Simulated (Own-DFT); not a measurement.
Simulation results for Hf₃₁SiO₆₄ (monoclinic hafnia with substituted atoms, atoms displaced), Hf₃₂O₆₃ (monoclinic hafnia with one neutral oxygen vacancy, atoms displaced), Hf₁₆O₃₁ (monoclinic hafnia with two neutral oxygen vacancies, atoms displaced)

All values are calculated (Own-DFT development build). A calculation, not a measurement: plane-wave PBE and HSE06 DFT by an unreviewed code, no spin, of a simulated cell at Gamma alone, so results move with cell size and shape, stress positive in tension, energies less offsets, not probed for a lower state with spin; hafnium file: forces about 75 meV/angstrom off all-electron values; oxygen file: force components 24 meV/angstrom off all-electron in a glass; k mesh not checked against a denser one; forces and stress are PBE's, HSE06 gives the energy alone, and its difference from PBE has offsets of its own; offsets are fitted by least squares, one for each functional and potential file, so energies compare only between cells with the same atoms and settings and are not formation energies; the far tail of each file's local potential was reset to the Coulomb form; each entry is a single point on an unrelaxed cell, so the pressure reflects the starting lattice, mostly measured values, from which strain is counted, and rises with the displacements; printed positions are rounded, which can move forces by about a meV/angstrom; the program is a retired in-house code; no spin-orbit coupling.

Settings shared by all entries: first functional PBE; second functional HSE06; exact exchange share 0.25; screening 0.11 1/bohr; exchange divergence Gygi-Baldereschi; potential files PseudoDojo norm-conserving, scalar-relativistic, made for PBE, standard set; wave cutoff 48 hartree; occupations fixed; k mesh 1 x 1 x 1 centred on Gamma.

(1) Hf₃₁SiO₆₄ (monoclinic hafnia with substituted atoms, atoms displaced)

```
CELL_PARAMETERS angstrom
10.23400 0.00000 0.00000
0.00000 10.35000 0.00000
-1.69550 0.00000 10.44530
ATOMIC_POSITIONS crystal
Hf 0.13862 0.01840 0.10271
Hf 0.35928 0.27027 0.14578
Hf 0.35681 0.48256 0.39564
Hf 0.13313 0.22659 0.35210
O 0.03745 0.16351 0.17726
O 0.46812 0.41931 0.08109
O 0.46155 0.33673 0.33001
O 0.03312 0.08140 0.42646
O 0.21913 0.37740 0.23286
O 0.27282 0.12749 0.01282
O 0.27352 0.12046 0.25674
O 0.22610 0.36776 0.49371
Hf 0.13750 0.01979 0.60514
Hf 0.36109 0.26960 0.64193
Hf 0.36144 0.48024 0.89306
Hf 0.13762 0.22490 0.85296
O 0.03833 0.16395 0.67402
O 0.45891 0.41554 0.56972
O 0.46535 0.33714 0.82678
O 0.03697 0.08665 0.91989
O 0.22755 0.37908 0.74279
O 0.27423 0.12783 0.50768
O 0.27434 0.11425 0.75698
O 0.22413 0.37309 0.99063
Hf 0.13884 0.52428 0.10748
Hf 0.35979 0.77403 0.14105
Hf 0.36087 0.97972 0.39268
Hf 0.13831 0.73480 0.35856
O 0.03304 0.66570 0.17799
O 0.46226 0.91651 0.07312
O 0.46447 0.83892 0.32761
O 0.03415 0.58282 0.42321
O 0.22483 0.87936 0.24387
O 0.27480 0.63303 0.00959
O 0.27413 0.61890 0.26171
O 0.23117 0.87468 0.49169
Hf 0.13067 0.52135 0.59808
Hf 0.36279 0.77049 0.65145
Hf 0.36631 0.97871 0.89797
Hf 0.14162 0.72843 0.85656
O 0.04095 0.66279 0.67302
O 0.46443 0.91804 0.57600
O 0.46430 0.83349 0.82897
O 0.03539 0.58182 0.92059
O 0.22463 0.87714 0.73896
O 0.27429 0.62963 0.50727
O 0.27480 0.62215 0.76105
O 0.22297 0.86672 0.99429
Hf 0.64048 0.02129 0.10162
Hf 0.86706 0.27087 0.14774
Hf 0.85783 0.48405 0.39810
Hf 0.63504 0.22929 0.35792
O 0.54339 0.16404 0.17298
O 0.96465 0.41093 0.07323
O 0.96171 0.33202 0.32505
O 0.53702 0.08844 0.42378
O 0.72049 0.37257 0.24137
O 0.78234 0.13312 0.00739
O 0.77463 0.12482 0.25642
O 0.72614 0.36958 0.48674
Hf 0.64110 0.01693 0.59935
Hf 0.87117 0.26791 0.65145
Hf 0.86137 0.48342 0.89224
Hf 0.63340 0.22768 0.85012
O 0.53394 0.16749 0.67139
O 0.96166 0.41825 0.57489
O 0.96084 0.33362 0.81801
O 0.53528 0.08134 0.92722
O 0.72267 0.37761 0.74601
O 0.78202 0.13163 0.50609
O 0.76977 0.12083 0.75743
O 0.72479 0.36956 0.99156
Hf 0.63219 0.51991 0.10314
Hf 0.86084 0.77033 0.14276
Hf 0.85916 0.98504 0.39475
Hf 0.63387 0.72862 0.35028
O 0.53668 0.66507 0.16755
O 0.96493 0.91869 0.07792
O 0.96758 0.83513 0.32824
O 0.53601 0.58597 0.41980
O 0.72363 0.88250 0.23854
O 0.77045 0.62952 0.00744
O 0.77314 0.62332 0.26193
O 0.72051 0.87286 0.48758
Hf 0.63530 0.51873 0.60315
Hf 0.86459 0.77251 0.64714
Si 0.86389 0.98047 0.89502
Hf 0.63167 0.73247 0.85966
O 0.53421 0.67074 0.67477
O 0.96417 0.91715 0.57720
O 0.96696 0.83354 0.83049
O 0.53178 0.57562 0.92345
O 0.72673 0.88766 0.74749
O 0.77659 0.62685 0.51442
O 0.77913 0.62488 0.76117
O 0.72109 0.86760 0.98792
```

- PBE energy of cell above offsets: -90.212 eV
- HSE06 less PBE above offsets: 0.115 eV
- PBE pressure: 3.13 GPa
- PBE stress xx: -3.19 GPa
- PBE stress yy: -2.83 GPa
- PBE stress zz: -3.38 GPa
- PBE stress yz: 0.37 GPa
- PBE stress xz: -0.1 GPa
- PBE stress xy: -0.18 GPa

Force:
```csv
element,x (eV/Å),y (eV/Å),z (eV/Å)
Hf,-0.357,0.367,0.49
Hf,0.904,0.522,0.204
Hf,0.308,-0.784,-0.272
Hf,0.343,0.356,0.598
O,-0.09,-0.388,-0.583
O,-1.575,-1.095,-0.162
O,-0.038,-0.466,-0.56
O,0.353,0.466,-0.371
O,0.067,-0.02,0.845
O,0.367,-0.023,-0.593
O,0.416,-0.019,0.266
O,-0.617,0.219,-0.994
Hf,0.7,-0.507,-0.4
Hf,-0.31,0.163,0.456
Hf,-0.808,-0.848,0.323
Hf,0.803,1.638,0.062
O,-0.234,0.251,-0.087
O,1.153,0.522,0.955
O,0.063,-0.575,-0.278
O,-2.679,-2.181,0.054
O,-0.444,-0.171,-0.676
O,-0.038,0.094,0.102
O,0.226,0.62,0.629
O,0.177,-0.394,-0.195
Hf,-0.628,-0.839,-0.753
Hf,0.291,-0.634,1.211
Hf,0.209,0.622,0.927
Hf,-0.05,-0.473,-0.393
O,0.023,0.003,-0.503
O,0.34,-0.228,0.667
O,0.505,-0.767,-0.785
O,0.007,0.34,-0.392
O,-0.164,-0.131,-0.697
O,0.128,-0.377,0.27
O,0.087,0.763,-0.487
O,-0.768,-0.456,-0.133
Hf,1.358,-0.887,0.904
Hf,-0.224,0.145,-1.526
Hf,-0.952,0.505,-0.51
Hf,-0.504,-0.164,-0.354
O,-1.509,1.433,0.229
O,0.416,-0.1,0.425
O,-0.319,0.143,0.235
O,0.264,0.289,0.244
O,-0.211,-0.108,0.501
O,-0.009,0.302,0.614
O,0.503,0.005,0.04
O,0.084,0.728,-0.407
Hf,0.686,0.542,0.678
Hf,-1.503,0.374,-0.545
Hf,-0.175,-1.194,-1.025
Hf,1.036,0.978,-1.206
O,-1.83,0.66,-0.178
O,0.971,1.089,-0.068
O,0.48,0.468,0.805
O,-0.924,-1.014,0.143
O,0.297,1.237,-0.265
O,0.208,-2.034,-1.137
O,0.456,-0.867,0.587
O,-0.62,0.564,1.044
Hf,-0.682,0.758,0.596
Hf,-1.682,0.372,-1.498
Hf,-0.751,-0.994,0.861
Hf,0.809,0.7,0.92
O,0.131,-0.3,-0.24
O,0.197,-0.284,0.282
O,1.14,0.166,1.464
O,-0.127,0.341,-0.797
O,-0.073,0.586,-1.228
O,-0.389,-0.56,0.515
O,1.297,-1.149,0.928
O,-0.125,0.164,-0.35
Hf,1.849,-1.487,0.382
Hf,-0.117,-0.016,0.596
Hf,0.055,-0.466,-0.557
Hf,0.395,0.473,0.258
O,-1.284,1.544,0.46
O,-0.908,0.271,-1.743
O,-0.517,0.28,-0.058
O,-0.508,-0.424,0.383
O,0.174,-0.435,-0.123
O,0.382,0.115,0.372
O,0.296,0.004,-0.092
O,0.247,-0.326,0.296
Hf,0.167,-0.033,0.33
Hf,-0.232,-0.244,0.443
Si,1.053,-0.251,0.614
Hf,1.553,-1.376,-0.704
O,0.592,-0.719,-0.159
O,-0.115,-0.261,0.18
O,-1.549,1.958,0.518
O,0.827,1.526,-0.684
O,0.757,-0.37,0.254
O,-0.083,0.376,-0.144
O,-0.544,0.049,-0.179
O,1.118,1.348,-0.071
```

(2) Hf₃₂O₆₃ (monoclinic hafnia with one neutral oxygen vacancy, atoms displaced)

```
CELL_PARAMETERS angstrom
10.23400 0.00000 0.00000
0.00000 10.35000 0.00000
-1.69550 0.00000 10.44530
ATOMIC_POSITIONS crystal
Hf 0.13795 0.02724 0.10243
Hf 0.35904 0.26601 0.14561
Hf 0.36347 0.47864 0.40325
Hf 0.13254 0.23311 0.34518
O 0.01655 0.17729 0.17099
O 0.46573 0.41915 0.08104
O 0.47542 0.32516 0.33146
O 0.03906 0.08838 0.41582
O 0.24553 0.37288 0.25200
O 0.27334 0.13614 0.01597
O 0.27404 0.11238 0.26107
O 0.22441 0.38384 0.48639
Hf 0.13583 0.00831 0.59708
Hf 0.36311 0.26963 0.65029
Hf 0.36325 0.47307 0.90204
Hf 0.14227 0.22948 0.84208
O 0.02975 0.16862 0.66880
O 0.46363 0.42214 0.57094
O 0.45896 0.33803 0.82359
O 0.03361 0.07194 0.90990
O 0.22639 0.37180 0.74141
O 0.27380 0.12951 0.50176
O 0.26698 0.12495 0.75519
O 0.22675 0.35870 0.99876
Hf 0.14042 0.52260 0.10949
Hf 0.35202 0.77863 0.13932
Hf 0.35529 0.98867 0.39883
Hf 0.14490 0.74525 0.34627
O 0.03036 0.66062 0.17483
O 0.47761 0.92196 0.07025
O 0.45979 0.83274 0.31714
O 0.04220 0.59120 0.42645
O 0.22834 0.87806 0.23665
O 0.27581 0.62693 0.01258
O 0.27926 0.62872 0.25790
O 0.22547 0.88362 0.49109
Hf 0.13088 0.53235 0.60107
Hf 0.37615 0.76121 0.64913
Hf 0.36001 0.97530 0.89201
Hf 0.13597 0.74652 0.85451
O 0.03315 0.67362 0.66879
O 0.45786 0.89745 0.57432
O 0.46926 0.82028 0.82914
O 0.03037 0.58145 0.91927
O 0.22502 0.87559 0.73631
O 0.28198 0.63279 0.50517
O 0.27126 0.61701 0.75490
O 0.21484 0.86375 0.98223
Hf 0.63512 0.01393 0.10353
Hf 0.86325 0.27093 0.14447
Hf 0.84947 0.47764 0.39172
Hf 0.64044 0.23802 0.35482
O 0.54199 0.15792 0.16781
O 0.96627 0.42481 0.07239
O 0.97245 0.33546 0.32476
O 0.53609 0.07052 0.43908
O 0.72947 0.38461 0.22983
O 0.78712 0.13918 0.02413
O 0.77058 0.12880 0.25026
O 0.72939 0.37041 0.48827
Hf 0.64074 0.01467 0.59391
Hf 0.86189 0.28611 0.64796
Hf 0.85737 0.47203 0.88621
Hf 0.64668 0.22572 0.86743
O 0.96213 0.41006 0.58429
O 0.97972 0.32778 0.82488
O 0.53686 0.09577 0.92008
O 0.71037 0.37785 0.73200
O 0.77623 0.12187 0.51228
O 0.76648 0.12064 0.75387
O 0.72872 0.37579 0.98307
Hf 0.62900 0.52439 0.11561
Hf 0.86824 0.77014 0.14519
Hf 0.86884 0.98756 0.39367
Hf 0.63254 0.72886 0.34523
O 0.54755 0.67353 0.16139
O 0.94871 0.92038 0.07188
O 0.97349 0.83820 0.32627
O 0.54280 0.58248 0.41942
O 0.73427 0.87664 0.24096
O 0.78335 0.62669 0.00928
O 0.78616 0.61401 0.26353
O 0.71551 0.87329 0.48940
Hf 0.64807 0.52513 0.60907
Hf 0.86709 0.77625 0.63344
Hf 0.85289 0.98139 0.88504
Hf 0.63928 0.73296 0.85029
O 0.53548 0.64995 0.67149
O 0.95837 0.90612 0.58949
O 0.96939 0.84757 0.81277
O 0.54538 0.59204 0.93422
O 0.71894 0.87741 0.74517
O 0.77654 0.63427 0.50035
O 0.78461 0.62274 0.75907
O 0.71612 0.87243 0.99646
```

- PBE energy of cell above offsets: -83.433 eV
- HSE06 less PBE above offsets: 0.433 eV
- PBE pressure: 8.09 GPa
- PBE stress xx: -8.32 GPa
- PBE stress yy: -8.99 GPa
- PBE stress zz: -6.94 GPa
- PBE stress yz: -0.04 GPa
- PBE stress xz: 0.46 GPa
- PBE stress xy: 0.71 GPa

Force:
```csv
element,x (eV/Å),y (eV/Å),z (eV/Å)
Hf,-2.798,0.066,-1.41
Hf,2.319,0.803,0.784
Hf,0.352,0.866,-0.685
Hf,1.201,1.446,1.781
O,6.413,-4.187,-0.041
O,-0.981,-1.141,0.32
O,-1.015,0.665,-0.238
O,-1.211,-1.638,0.655
O,-1.411,0.533,-1.404
O,-0.114,-2.852,-1.094
O,-0.614,1.193,-1.683
O,-0.806,-1.529,0.465
Hf,-0.301,2.851,1.66
Hf,0.291,0.92,-1.127
Hf,-0.222,1.789,-0.786
Hf,-1.211,-0.414,1.31
O,0.453,-1.271,-1.064
O,0.633,-1.35,1.462
O,1.806,-1.076,0.423
O,0.968,0.733,1.426
O,-0.332,0.951,-0.234
O,0.015,0.653,1.189
O,1.727,-2.279,-0.18
O,0.172,1.48,-0.449
Hf,-0.932,-0.467,-1.743
Hf,2.608,-2.195,0.613
Hf,1.886,-1.583,0.638
Hf,-0.694,-3.466,1.777
O,1.278,0.598,0.433
O,-5.116,-2.595,-0.879
O,0.087,0.517,0.16
O,-0.93,-0.13,-0.57
O,-1.125,1.361,-1.046
O,0.078,0.494,0.063
O,0.001,-0.268,-0.304
O,-0.964,-1.243,-1.104
Hf,1.192,-1.11,-0.073
Hf,-2.467,-1.477,-0.411
Hf,1.912,1.165,-0.863
Hf,-1.945,-5.792,-2.692
O,0.195,-0.171,0.025
O,2.16,2.14,-0.465
O,-2.22,2.17,0.409
O,1.387,1.119,0.067
O,0.544,0.587,0.448
O,-0.053,0.762,0.228
O,0.124,0.065,0.964
O,1.813,3.573,3.028
Hf,4.08,1.609,0.727
Hf,-2.676,4.211,-0.835
Hf,3.283,1.093,0.109
Hf,0.566,-2.618,-0.68
O,-2.481,2.1,1.035
O,0.126,-1.089,0.572
O,-1.537,1.437,0.966
O,-0.733,2.223,-3.104
O,-1.018,-1.265,2.37
O,-1.049,-2.464,-3.48
O,0.788,-1.129,2.708
O,-0.722,0.121,-0.321
Hf,-0.469,0.009,3.23
Hf,-0.459,-4.924,0.521
Hf,1.388,2.234,2.353
Hf,-0.453,1.693,-2.169
O,2.08,3.272,-1.613
O,-3.223,1.817,0.087
O,-1.894,-2.245,0.502
O,1.208,-0.186,0.763
O,0.744,0.954,-0.692
O,-0.214,0.169,0.875
O,-0.652,-0.506,0.155
Hf,3.617,-0.618,-3.455
Hf,-1.803,-0.96,-0.99
Hf,-2.062,-0.201,-1.163
Hf,0.579,0.767,0.857
O,-2.685,2.711,1.533
O,2.508,0.841,0.316
O,-0.361,0.898,0.438
O,-0.325,-0.265,-0.267
O,-0.345,0.544,0.656
O,-0.152,0.717,0.183
O,-1.014,1.242,-0.49
O,0.918,-0.509,-0.741
Hf,-0.348,-0.341,-1.738
Hf,-5.174,-5.703,2.97
Hf,0.697,-0.277,1.34
Hf,2.205,-1.937,2.467
O,-0.23,1.252,0.999
O,5.093,6.948,-4.136
O,-0.745,-0.157,1.061
O,-1.77,-1.412,-1.057
O,0.49,0.032,-0.97
O,0.136,-0.62,0.702
O,-0.579,-0.428,-0.593
O,0.512,-0.312,-1.779
```

(3) Hf₁₆O₃₁ (monoclinic hafnia with two neutral oxygen vacancies, atoms displaced)

```
CELL_PARAMETERS angstrom
10.23400 0.00000 0.00000
0.00000 10.35000 0.00000
-1.69550 0.00000 10.44530
ATOMIC_POSITIONS crystal
Hf 0.13130 0.02219 0.10286
Hf 0.36467 0.26913 0.14382
Hf 0.36262 0.48091 0.39345
Hf 0.13811 0.23339 0.35198
O 0.03975 0.16622 0.17211
O 0.46419 0.41512 0.07748
O 0.46264 0.33235 0.32518
O 0.03288 0.08030 0.42605
O 0.21664 0.37734 0.23927
O 0.27532 0.13452 0.00907
O 0.27302 0.12475 0.25907
O 0.22238 0.36571 0.49070
Hf 0.13555 0.01840 0.60125
Hf 0.35988 0.26834 0.64641
Hf 0.36215 0.48685 0.90026
Hf 0.13473 0.23178 0.85491
O 0.03432 0.16668 0.66667
O 0.46583 0.41632 0.58009
O 0.46402 0.33642 0.82908
O 0.03724 0.08214 0.92138
O 0.22706 0.37628 0.74174
O 0.27645 0.13001 0.50766
O 0.27422 0.11528 0.75646
O 0.22223 0.37236 0.99135
Hf 0.13558 0.51111 0.10492
Hf 0.35964 0.76958 0.15117
Hf 0.36374 0.97475 0.39809
Hf 0.13986 0.72867 0.35999
O 0.03251 0.66857 0.17122
O 0.46586 0.91056 0.07104
O 0.46223 0.83598 0.32608
O 0.04396 0.58705 0.42347
O 0.22008 0.87404 0.24144
O 0.27108 0.62710 0.01216
O 0.22384 0.86823 0.48956
Hf 0.13644 0.52274 0.60847
Hf 0.36434 0.77208 0.64447
Hf 0.36219 0.97693 0.89649
Hf 0.14547 0.73147 0.86176
O 0.03884 0.66675 0.67120
O 0.46366 0.91484 0.58275
O 0.46494 0.83221 0.82715
O 0.03752 0.58560 0.92602
O 0.22233 0.88147 0.74319
O 0.27860 0.62189 0.76221
O 0.22792 0.87321 0.99230
Hf 0.64215 0.02205 0.10536
Hf 0.86077 0.26730 0.14617
Hf 0.86218 0.47818 0.39389
Hf 0.64000 0.23223 0.34892
O 0.53554 0.16375 0.17775
O 0.96338 0.41491 0.07672
O 0.95894 0.33333 0.32789
O 0.54382 0.08792 0.42186
O 0.72350 0.38682 0.24253
O 0.77402 0.12615 0.00969
O 0.77399 0.12319 0.25632
O 0.72473 0.36927 0.49370
Hf 0.63380 0.02012 0.60632
Hf 0.86161 0.27023 0.64714
Hf 0.86579 0.48646 0.89608
Hf 0.63424 0.23169 0.85473
O 0.54273 0.17018 0.66993
O 0.96322 0.41411 0.57523
O 0.96399 0.33693 0.82899
O 0.53751 0.08747 0.91981
O 0.72451 0.37881 0.73861
O 0.78194 0.12999 0.51613
O 0.78066 0.12088 0.76340
O 0.72333 0.36754 0.98903
Hf 0.63830 0.52310 0.10830
Hf 0.86556 0.77150 0.14597
Hf 0.86041 0.98018 0.39948
Hf 0.63870 0.73197 0.35236
O 0.53842 0.66861 0.17042
O 0.96516 0.91161 0.07947
O 0.96030 0.83428 0.32257
O 0.54113 0.58270 0.42215
O 0.72284 0.87853 0.23698
O 0.77664 0.62744 0.01038
O 0.77128 0.62230 0.25907
O 0.72707 0.87560 0.48974
Hf 0.63714 0.52209 0.60559
Hf 0.86069 0.76860 0.64957
Hf 0.86185 0.98115 0.89565
Hf 0.63892 0.72958 0.85433
O 0.54114 0.66712 0.67286
O 0.96006 0.91659 0.57139
O 0.96326 0.84100 0.82442
O 0.53568 0.58538 0.91760
O 0.72220 0.87811 0.73827
O 0.77413 0.62975 0.51038
O 0.77522 0.62350 0.75681
O 0.72400 0.87002 0.99538
```

* PBE energy of cell above offsets: -91.376 eV
* HSE06 less PBE above offsets: 0.493 eV
* PBE pressure: 3.74 GPa
* PBE stress xx: -3.78 GPa
* PBE stress yy: -3.67 GPa
* PBE stress zz: -3.77 GPa
* PBE stress yz: -0.21 GPa
* PBE stress xz: -0.02 GPa
* PBE stress xy: -0.09 GPa

Force:
```csv
element,x (eV/Å),y (eV/Å),z (eV/Å)
Hf,1.333,-0.569,0.277
Hf,-0.57,-0.239,0.235
Hf,0.128,-0.708,0.959
Hf,-0.11,-1.205,1.122
O,-1.577,0.845,-0.164
O,0.425,0.583,0.159
O,-0.128,0.465,0.129
O,0.763,0.951,-0.993
O,0.862,0.451,0.347
O,0,-0.652,-0.093
O,0.457,-0.957,0.331
O,0.5,1.098,-0.119
Hf,-0.289,0.665,0.461
Hf,0.292,0.334,0.098
Hf,0.449,-1.558,-0.827
Hf,0.76,-0.187,-0.832
O,0.248,0.177,0.899
O,-0.533,0.289,-0.618
O,-0.09,-0.082,-0.044
O,-0.385,-0.071,0.223
O,-0.423,0.447,-0.026
O,0.036,-0.608,0.014
O,0.165,0.69,0.308
O,-0.015,0.122,-0.102
Hf,-0.435,1.536,0.332
Hf,0.281,0.426,-0.971
Hf,-0.428,2.002,-0.523
Hf,-0.536,0.277,-1.259
O,1.448,-1.194,0.19
O,0.134,0.252,0.784
O,0.64,-0.48,0.136
O,-1.103,-1.332,0.322
O,0.553,0.472,-0.183
O,0.678,0.464,0.816
O,0.545,-0.117,0.467
Hf,0.41,-0.693,-0.348
Hf,-0.846,-0.967,0.846
Hf,0.345,0.737,-0.19
Hf,-1.066,0.293,-1.307
O,-0.609,0.625,0.71
O,0.349,0.782,-0.985
O,-0.046,-0.007,-0.166
O,-0.23,0.246,-0.67
O,0.235,-0.889,-0.222
O,-0.15,0.266,-0.093
O,-0.475,-0.401,0.055
Hf,-0.708,-0.907,-0.548
Hf,-0.038,0.544,-0.639
Hf,-0.308,0.755,1.176
Hf,-0.167,0.01,1.758
O,-0.292,0.006,-0.951
O,-0.246,-0.193,0.222
O,0.74,-0.597,-0.385
O,-1.422,-1.302,0.268
O,0.035,-0.851,-0.384
O,0.579,0.256,0.538
O,0.403,0.11,0.321
O,0.034,0.316,-0.932
Hf,1.766,0.812,-0.27
Hf,-0.38,-0.023,-0.339
Hf,-1.008,-1.023,-0.12
Hf,0.827,0.514,-0.394
O,-1.088,0.263,0.077
O,0.594,0.689,-0.121
O,0.536,-0.264,0.128
O,-0.974,-0.986,0.51
O,-0.055,0.524,0.304
O,-0.406,-0.312,-0.705
O,-0.297,-0.101,0.071
O,0.189,0.469,0.591
Hf,0.457,-0.259,-1.161
Hf,-0.822,-0.459,0.38
Hf,0.155,-0.056,-0.59
Hf,0.781,-0.028,0.489
O,-1.243,0.336,0.198
O,0.77,1.347,-0.773
O,0.369,0.061,0.827
O,-1.242,-0.141,-0.537
O,-0.447,0.345,0.457
O,-0.086,-0.135,-0.12
O,0.511,-0.089,0.432
O,-1.056,-0.854,-0.046
Hf,0.562,-1.074,-0.282
Hf,0.505,0.661,-0.951
Hf,-0.594,-0.166,-0.194
Hf,0.087,0.417,0.39
O,-1.248,0.741,-0.256
O,0.646,-0.639,1.099
O,0.975,-1.056,0.287
O,-0.301,-0.369,0.713
O,-0.158,0.06,0.324
O,0.467,0.193,-0.102
O,0.448,-0.211,0.774
O,0.161,0.086,-1.024
```
